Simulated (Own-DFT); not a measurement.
# Which defects push the lattice out? wurtzite GaN

Calculated, not measured: single-point runs of Own-DFT, a retired in-house plane-wave DFT program that no person has reviewed, on unrelaxed cells, without spin or spin-orbit coupling.

Settings: PBE; PseudoDojo norm-conserving scalar-relativistic files; cutoff 42 hartree; 4 x 4 x 3 k mesh centred on Gamma; Fermi-Dirac smearing of 0.1 eV.

Limits (not all hold for every row): not probed for a lower state with spin; forces not confirmed at this smearing and k mesh; stress not checked against mesh or cutoff.

All runs share one cell, with vectors in Å (9.567, 0.000, 0.000); (-4.784, 8.285, 0.000); (0.000, 0.000, 10.370) and a volume of 822.0 Å³. u is the rms random offset of the atoms per axis. The defect's site can differ from row to row.

| cell | formula | u (Å) | P (GPa) |
|---|---|---|---|
| no defect | Ga36N36 | 0.0185 | 5.89 |
| no defect | Ga36N36 | 0.0475 | 7.39 |
| no defect | Ga36N36 | 0.0509 | 7.71 |
| one N on a Ga site | Ga35N37 | 0.0295 | 5.62 |
| one N on a Ga site | Ga35N37 | 0.0305 | 5.45 |
| one N on a Ga site | Ga35N37 | 0.0490 | 6.92 |
| one Ga on an N site | Ga37N35 | 0.0286 | 11.93 |
| one Ga on an N site | Ga37N35 | 0.0300 | 11.76 |
| one Ga on an N site | Ga37N35 | 0.0494 | ? |
| one Ga on an N site | Ga37N35 | 0.0502 | 12.92 |

## Working it out

P = P0 + c u² + a shift for each defect gives P0 = 5.64 GPa, c = 785 ± 62 GPa/Å² and a scatter of 0.16 GPa. The shifts, and each times the cell's volume:

- one Ga on an N site: 5.45 ± 0.13 GPa, 28.0 eV
- one N on a Ga site: -0.74 ± 0.13 GPa, -3.8 eV

A positive shift means that the defect pushes the cell outwards. Shift times volume (160.2 GPa Å³ is 1 eV) depends little on the cell's size, so, taken for each site, it can be compared between cells at like pressure. The atoms around the defects weren't relaxed, which would change these numbers.

## The run left out

Q: what pressure belongs in the blank (one Ga on an N site, u = 0.0494 Å)?

The fitted form gives 13.01 ± 0.19 GPa. The calculation gave 13.33 GPa.
